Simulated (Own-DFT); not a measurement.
Simulation results for AlGa₃N₄ (wurtzite random alloy, strained, atoms displaced)

Computed with Own-DFT development build. A calculation, not a measurement: plane-wave PBE density functional theory by an unreviewed code, no spin, of a simulated periodic cell, stress positive in tension, free energy of the whole cell less one offset for each atom, forces on such cells passed a denser k mesh, this cell's mesh not checked; offsets are fitted by least squares, one for each functional and potential file, so energies compare only between cells with the same atoms and settings and are not formation energies; the far tail of each file's local potential was reset to the Coulomb form; each entry is a single point on an unrelaxed cell, so the pressure reflects the starting lattice, mostly measured values, from which strain is counted, and rises with the displacements; printed positions are rounded, which can move forces by about a meV/angstrom; the program is a retired in-house code; no spin-orbit coupling.

```json
{"formula": "AlGa3N4", "kind": "wurtzite random alloy, strained, atoms displaced", "structure": {"cell_angstrom": [[9.2477, 0.0, 0.0], [-4.6239, 8.0088, 0.0], [0.0, 0.0, 10.2685]], "atoms_fractional": [["Ga", 0.11087, 0.22117, 0.00982], ["Al", 0.2228, 0.10063, 0.24751], ["N", 0.10869, 0.21569, 0.19034], ["N", 0.21764, 0.10462, 0.45103], ["Al", 0.11161, 0.22419, 0.48971], ["Al", 0.22067, 0.10048, 0.74785], ["N", 0.11494, 0.21242, 0.68654], ["N", 0.21734, 0.09624, 0.93847], ["Ga", 0.11131, 0.56835, 0.01279], ["Ga", 0.21448, 0.43677, 0.2596], ["N", 0.11325, 0.55206, 0.19564], ["N", 0.21694, 0.43942, 0.42889], ["Ga", 0.12522, 0.5566, 0.49724], ["Al", 0.22286, 0.44683, 0.75322], ["N", 0.11489, 0.55563, 0.69847], ["N", 0.22, 0.44603, 0.93865], ["Al", 0.1136, 0.89273, 0.99841], ["Al", 0.22921, 0.78143, 0.25064], ["N", 0.11453, 0.8984, 0.18664], ["N", 0.22523, 0.77593, 0.43662], ["Al", 0.12681, 0.8965, 0.49016], ["Ga", 0.22684, 0.7796, 0.75657], ["N", 0.10768, 0.87516, 0.69447], ["N", 0.22463, 0.77829, 0.94416], ["Ga", 0.44796, 0.2249, 0.00384], ["Ga", 0.55451, 0.10902, 0.25671], ["N", 0.44532, 0.22288, 0.19223], ["N", 0.55039, 0.10585, 0.431], ["Al", 0.43779, 0.21581, 0.49516], ["Ga", 0.55171, 0.10334, 0.74509], ["N", 0.4406, 0.22116, 0.68808], ["N", 0.55371, 0.11424, 0.94208], ["Ga", 0.43622, 0.54976, 0.00554], ["Ga", 0.56739, 0.44169, 0.24785], ["N", 0.44965, 0.56251, 0.18616], ["N", 0.5652, 0.44362, 0.43758], ["Ga", 0.43958, 0.5534, 0.49566], ["Ga", 0.55686, 0.44794, 0.74013], ["N", 0.45065, 0.55716, 0.68408], ["N", 0.55987, 0.44701, 0.93606], ["Ga", 0.44818, 0.89408, 0.00373], ["Ga", 0.54963, 0.76368, 0.25121], ["N", 0.4431, 0.88812, 0.19189], ["N", 0.55561, 0.782, 0.4399], ["Ga", 0.43746, 0.88847, 0.49918], ["Ga", 0.55913, 0.77705, 0.74831], ["N", 0.44645, 0.88461, 0.68957], ["N", 0.55738, 0.79038, 0.93278], ["Ga", 0.78059, 0.21871, 0.00384], ["Al", 0.89049, 0.12296, 0.24797], ["N", 0.76226, 0.21498, 0.18455], ["N", 0.8928, 0.1133, 0.44169], ["Ga", 0.77517, 0.22144, 0.49527], ["Ga", 0.89386, 0.10709, 0.74756], ["N", 0.78168, 0.2257, 0.69889], ["N", 0.88641, 0.10837, 0.93499], ["Ga", 0.78337, 0.56203, 0.00152], ["Ga", 0.89239, 0.45025, 0.25244], ["N", 0.76917, 0.55297, 0.19124], ["N", 0.89236, 0.45107, 0.44498], ["Ga", 0.77668, 0.55921, 0.50248], ["Ga", 0.89037, 0.44007, 0.7537], ["N", 0.77537, 0.5425, 0.6905], ["N", 0.88211, 0.43753, 0.94539], ["Ga", 0.78966, 0.89211, 0.00784], ["Ga", 0.89299, 0.78345, 0.25647], ["N", 0.78339, 0.88873, 0.19161], ["N", 0.8786, 0.77743, 0.43429], ["Ga", 0.77354, 0.89063, 0.50369], ["Ga", 0.89035, 0.77269, 0.75265], ["N", 0.78419, 0.89083, 0.68137], ["N", 0.89207, 0.77761, 0.937]]}, "settings": {"functional": "PBE", "potential_files": "PseudoDojo norm-conserving, scalar-relativistic, standard set with the stringent files for Ga", "wave_cutoff [hartree]": 96.0, "occupations": "Gaussian", "smearing_width [eV]": 0.01, "k_mesh": "4 x 4 x 3 centred on Gamma"}, "results": {"free_energy_of_cell_above_offsets [eV]": "-5.211", "pressure [GPa]": 19.97, "stress_xx [GPa]": -22.09, "stress_yy [GPa]": -24.38, "stress_zz [GPa]": -13.44, "stress_yz [GPa]": 0.29, "stress_xz [GPa]": 0.4, "stress_xy [GPa]": -0.33, "force_element": ["Ga", "Al", "N", "N", "Al", "Al", "N", "N", "Ga", "Ga", "N", "N", "Ga", "Al", "N", "N", "Al", "Al", "N", "N", "Al", "Ga", "N", "N", "Ga", "Ga", "N", "N", "Al", "Ga", "N", "N", "Ga", "Ga", "N", "N", "Ga", "Ga", "N", "N", "Ga", "Ga", "N", "N", "Ga", "Ga", "N", "N", "Ga", "Al", "N", "N", "Ga", "Ga", "N", "N", "Ga", "Ga", "N", "N", "Ga", "Ga", "N", "N", "Ga", "Ga", "N", "N", "Ga", "Ga", "N", "N"], "force_x [eV/angstrom]": [0.237, -0.549, 0.354, 0.051, 0.214, -0.193, 0.112, -0.356, 0.49, 1.791, -0.589, 1.407, -2.79, 1.091, 0.855, -0.615, 0.253, -0.846, 1.498, -1.589, -2.44, 0.328, 0.295, -1.183, -0.66, -0.632, -1.228, -0.688, 1.021, -0.014, 0.011, 0.724, 1.107, -3.851, -0.335, -2.483, 1.567, 0.304, -2.516, -0.895, 0.063, 0.301, 0.046, -0.606, 1.824, 0.612, -0.635, 1.62, -1.071, -0.311, 2.841, -0.249, 0.091, -0.393, 0.017, 1.132, -0.686, -0.988, 3.883, 0.848, 1.141, 0.114, 0.1, 1.047, -1.763, 0.012, -1.427, 2.549, 0.708, -0.818, -0.092, 0.835], "force_y [eV/angstrom]": [-0.076, 2.839, -0.228, 2.173, -1.062, 0.444, 2.154, 2.593, -2.357, 0.522, 1.801, -0.721, -0.094, -1.303, -0.304, -0.48, -1.776, -0.46, -2.762, 0.226, -3.707, -0.779, 2.101, 1.122, 0.083, -0.63, -1.163, 1.075, 1.428, 1.721, -1.147, -0.262, 1.426, -0.597, -3.949, -1.753, 0.206, -1.504, -0.44, 0.159, 0.156, 3.841, -0.639, -0.952, 0.205, 0.277, -0.063, -1.536, -0.354, -2.154, 1.371, 0.642, 0.581, 0.78, -2.022, 0.289, -1.303, -0.958, 2.559, -0.415, 0.467, 0.816, 1.937, 1.538, -0.605, -0.856, 1.654, 1.009, 0.068, -0.556, -1.129, 0.833], "force_z [eV/angstrom]": [-2.517, 1.037, 1.601, -3.163, 2.699, 0.574, -0.954, -0.914, -1.459, -4.314, 0.174, 3.332, 2.328, 0.1, -1.814, -0.213, 0.615, -0.307, -0.44, -1.444, 2.575, 0.438, -2.496, 0.025, -0.682, -2.039, 0.078, 2.871, 1.339, 1.69, -1.561, -1.075, -1.656, 1.582, 0.586, -0.149, 0.472, 2.137, -0.384, -0.049, 0.204, 0.815, -0.021, -0.532, 1.145, 0.663, -1.345, 1.007, -1.121, 0.673, 1.562, -2.074, 1.781, 0.505, -2.346, 0.629, 0.195, 0.432, -1.413, -1.058, 0.901, 1.118, -0.664, -0.317, -0.901, -0.926, 0.304, 1.662, -1.005, -0.577, 1.518, 0.565]}}
```
